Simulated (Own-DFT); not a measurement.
# Response to strain: wurtzite AlGaN with randomly placed atoms, 72 atoms (Al27Ga9N36)

Calculated results; nothing here was measured. They come from Own-DFT, an in-house plane-wave density functional program, since retired, whose code no person has reviewed. Each row is one single-point run on a periodic cell that was not relaxed, without spin or spin-orbit coupling.

Settings of every run: PBE; PseudoDojo norm-conserving scalar-relativistic files (stringent for Ga); cutoff 96 hartree; 4 x 4 x 3 k mesh centred on Gamma; Gaussian smearing of 0.01 eV.

Known limits: forces on such cells passed a denser k mesh, each cell not checked; stress not checked against mesh or cutoff.

Unstrained cell vectors in Å: (9.394, 0.000, 0.000); (-4.697, 8.135, 0.000); (0.000, 0.000, 10.065). The unstrained cell has measured lattice constants (interpolated for alloys), not those of this functional. That, the random moves and any unrelaxed bonds set the pressure at no strain. Each run strains this cell uniformly, with the atoms carried along. Every atom was also moved at random, by a Gaussian of width 0.05 Å on each axis. The random placing of the alloy's atoms differs from row to row. Strain is the symmetric tensor, in per cent. Stress is positive in tension, and the pressure is minus a third of its trace.

```
run,e_xx (%),e_yy (%),e_zz (%),s_xx (GPa),s_yy (GPa),s_zz (GPa),P (GPa),E (meV/atom)
1,0.00,0.00,2.50,-2.60,-6.51,3.87,1.74,7.6
2,0.00,0.00,3.00,-3.32,-5.67,6.74,0.75,0.0
3,0.00,0.00,-1.75,-6.76,-10.25,-13.45,10.15,29.4
4,0.00,0.00,2.25,-3.21,-5.93,3.37,1.92,1.2
5,0.00,0.00,-0.25,-5.11,-7.51,-8.03,6.89,9.0
6,0.00,0.00,1.25,-3.33,-7.62,-0.83,3.92,7.1
7,0.00,0.00,-0.75,-7.46,-6.30,-9.26,7.67,2.3
8,0.00,0.00,-1.50,-9.95,-6.04,-12.11,9.37,10.0
9,0.00,0.00,-1.00,?,?,?,?,?
```

E is the free energy for each atom above the lowest run shown.

## Worked fit

The change of volume is close to e_xx + e_yy + e_zz. A straight line through the runs shown gives P = 6.46 - 195 x (fractional change of volume) GPa, with an error of 4 on the slope and a scatter of 0.19 GPa. The strain isn't the same on all axes and the cell isn't cubic, so the slope belongs to this path and is not the bulk modulus.

## Withheld run

Question: what pressure should run 9 give? Its volume changes by -1.00 %.

The line gives 8.4 GPa. The calculation gave 9.01 GPa.
